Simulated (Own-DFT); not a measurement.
# Misfit strain and the stress it brings: diamond-structure GeSn with randomly placed atoms, 64 atoms (Ge60Sn4)

Calculated, not measured: single-point runs of Own-DFT, a retired in-house plane-wave DFT program that no person has reviewed, on unrelaxed cells, without spin or spin-orbit coupling.

All runs used: PBE; PseudoDojo norm-conserving scalar-relativistic files; cutoff 49 hartree; 3 x 3 x 3 k mesh centred on Gamma; Fermi-Dirac smearing of 0.1 eV.

Limits: forces on such cells moved up to 12 meV/angstrom on a denser k mesh; stress not checked against mesh or cutoff.

Unstrained cell vectors in Å: (11.420, 0.000, 0.000); (0.000, 11.420, 0.000); (0.000, 0.000, 11.420). The unstrained cell has measured lattice constants (interpolated for alloys), not those of this functional. That, the random moves and any unrelaxed bonds set the pressure at no strain. Each run strains x and y alike by e, as a substrate would, and holds the height along z. Each atom got a random Gaussian move of width 0.05 Å along each axis. The random placing of the alloy's atoms differs from row to row. Stress is positive in tension.

| e (%) | u (Å) | (s_xx + s_yy)/2 (GPa) | s_zz (GPa) |
|---|---|---|---|
| -3.00 | 0.051 | -11.25 | -9.44 |
| -2.75 | 0.054 | -10.28 | -8.59 |
| -2.00 | 0.049 | -8.54 | -7.08 |
| -1.75 | 0.048 | -8.11 | -6.81 |
| -0.25 | 0.046 | -5.18 | -5.11 |
| 0.25 | 0.046 | -4.10 | -4.34 |
| 1.25 | 0.048 | ? | ? |
| 2.00 | 0.048 | -1.74 | -2.78 |
| 2.50 | 0.051 | -1.10 | -2.44 |
| 2.75 | 0.051 | -0.58 | -2.13 |

## Analysis

With e as a fraction, the in-plane stress is -4.6 + 176 e - 1275 e² GPa (errors 2 and 171, scatter 0.16), and s_zz is -4.6 + 117 e - 1166 e² GPa (slope ± 3, scatter 0.22). At e = 0 the first slope is C11 + C12 and the second 2 C12, both with the ions held to the strained lattice and at the cell's own pressure. The term in e² is negative: the layer stiffens under compression and softens under tension. A free layer would change its height as e changes, and the in-plane slope would drop by 2 C12²/C11 to the biaxial modulus. At fixed height, a misfit of 1 % moves the in-plane stress by about 1.8 GPa and s_zz by 1.2 GPa.

## Check

The question: what are the two stresses at e = 1.25 %?

The fitted form gives -2.6 and -3.3 GPa. Computed: -2.83 and -3.41 GPa.
